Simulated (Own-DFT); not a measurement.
# Strain and stress in C40 NbSi2, 36 atoms (Nb12Si24)

No measurement is shown. These are fixed-geometry runs of a retired plane-wave code named Own-DFT, which no person has reviewed; spin and spin-orbit coupling are neglected.

Settings: PBE; PseudoDojo norm-conserving scalar-relativistic files; cutoff 42 hartree; 4 x 4 x 5 k mesh centred on Gamma; cold (Marzari-Vanderbilt) smearing of 0.2 eV.

Keep in mind: forces on such cells failed a check on a denser k mesh; stress not checked against mesh or cutoff.

Unstrained cell vectors in Å: (0.000, 8.324, 0.000); (-9.613, 0.000, 0.000); (0.000, 0.000, 6.586). The unstrained cell was taken from the Materials Project. The random moves and any unrelaxed bonds add to the pressure at no strain. Each run strains this cell uniformly, with the atoms carried along. All atoms carry random offsets, Gaussian with a width of 0.05 Å per axis. Strain is the symmetric tensor, in per cent. Stress is positive in tension, and the pressure is minus a third of its trace.

```
run  e_xx (%)  e_yy (%)  e_zz (%)  e_yz (%)  e_xz (%)  e_xy (%)  s_xx (GPa)  s_yy (GPa)  s_zz (GPa)  s_yz (GPa)  s_xz (GPa)  s_xy (GPa)  P (GPa)  E (meV/atom)
  1     -1.15      0.39      1.79      0.11     -1.80      0.70       -4.37       -0.13        3.76        0.49       -5.02        1.85     0.25           0.0
  2     -1.44     -0.25     -0.04     -1.51      0.53      0.47       -8.25       -4.53       -5.13       -4.89        1.89        2.12     5.97          17.3
  3      1.99      1.49     -1.33      1.65     -0.47     -0.72        4.62        3.50       -6.84        5.01       -1.17       -1.71    -0.43           2.8
  4     -0.97      1.19     -1.03      1.24      1.50     -1.31       -6.60        0.65       -9.17        3.58        5.15       -4.18     5.04          28.1
  5     -0.30     -1.85      0.98      0.21     -1.32     -1.30       -4.32       -9.12       -0.77        0.61       -3.94       -3.90     4.74          16.6
  6     -1.77     -0.74      0.24      1.39     -0.80      1.90       -9.96       -6.54       -4.48        4.36       -1.79        6.52     6.99          22.2
  7     -0.32     -0.25     -0.55      0.20      1.42     -1.22       -3.91       -4.18       -7.16        0.51        4.75       -3.57     5.08          14.7
  8     -1.78      1.58      0.03      0.16     -0.30     -1.75       -8.48        1.41       -2.99        0.36       -1.45       -5.46     3.35          13.0
  9      1.18      0.16     -1.43     -1.64      0.32      0.59        1.18       -2.29      -10.02       -5.38        1.72        1.72     3.71          16.9
 10     -0.52      0.65     -0.23     -1.51     -1.96     -0.79       -4.45       -0.89       -5.08       -4.94       -6.19       -2.41     3.47          23.8
 11     -1.18      0.09      0.71      1.71      0.81     -1.92       -6.82       -2.72       -1.31        4.90        3.05       -5.75     3.62          20.4
 12     -0.02     -1.16      0.80     -1.71      0.67     -1.40       -2.79       -6.03       -1.33       -5.71        1.91       -4.70     3.38          15.2
 13      0.23      1.75      1.65      1.49     -1.10     -1.21        0.87        4.49        4.03        3.69       -3.40       -3.82    -3.13          17.5
 14      1.59     -0.94      1.12     -0.53      1.33      1.34        3.12       -3.66        2.07       -1.63        3.82        3.35    -0.51           4.1
 15      0.79     -1.65      1.12     -0.59      1.72      1.68           ?           ?           ?           ?           ?           ?        ?             ?
```

E is the free energy per atom, counted from the lowest run shown.

## Fit

Each stress component was fitted by least squares to a constant and the strains of the runs shown, as fractions, with shears doubled. Shear strains stay in the fit of a normal stress only where such slopes are resolved. The slopes, in GPa:

| stress | at no strain | per e_xx | per e_yy | per e_zz | scatter |
|---|---|---|---|---|---|
| s_xx | -2.6 | 378 ± 10 | 70 ± 11 | 85 ± 13 | 0.44 |
| s_yy | -2.6 | 77 ± 9 | 356 ± 10 | 70 ± 11 | 0.37 |
| s_zz | -3.9 | 69 ± 14 | 65 ± 16 | 454 ± 17 | 0.59 |

The slope of each shear stress on twice its own strain, from a fit on all six strains: yz 157 ± 3, xz 154 ± 5, xy 156 ± 4 GPa. These are stiffnesses along x, y and z of the frame in which the cell vectors are given, which need not be the crystal's axes. The atoms are held to the strained lattice; where symmetry lets them move under strain, relaxing them would lower some slopes. Slopes across the diagonal should nearly agree, so their difference gauges the noise. A ninth of the table's sum, 181 ± 7 GPa, estimates the bulk modulus near the mean pressure of these runs, 3.0 GPa, so it lies above the value at zero pressure.

## Check

Q: what normal stresses and pressure should run 15 give?

From the fit: s_xx = 0.1, s_yy = -7.1, s_zz = 0.6 and P = 2.1 GPa. The run itself gave -0.37, -6.97, -0.39 and P = 2.57 GPa.
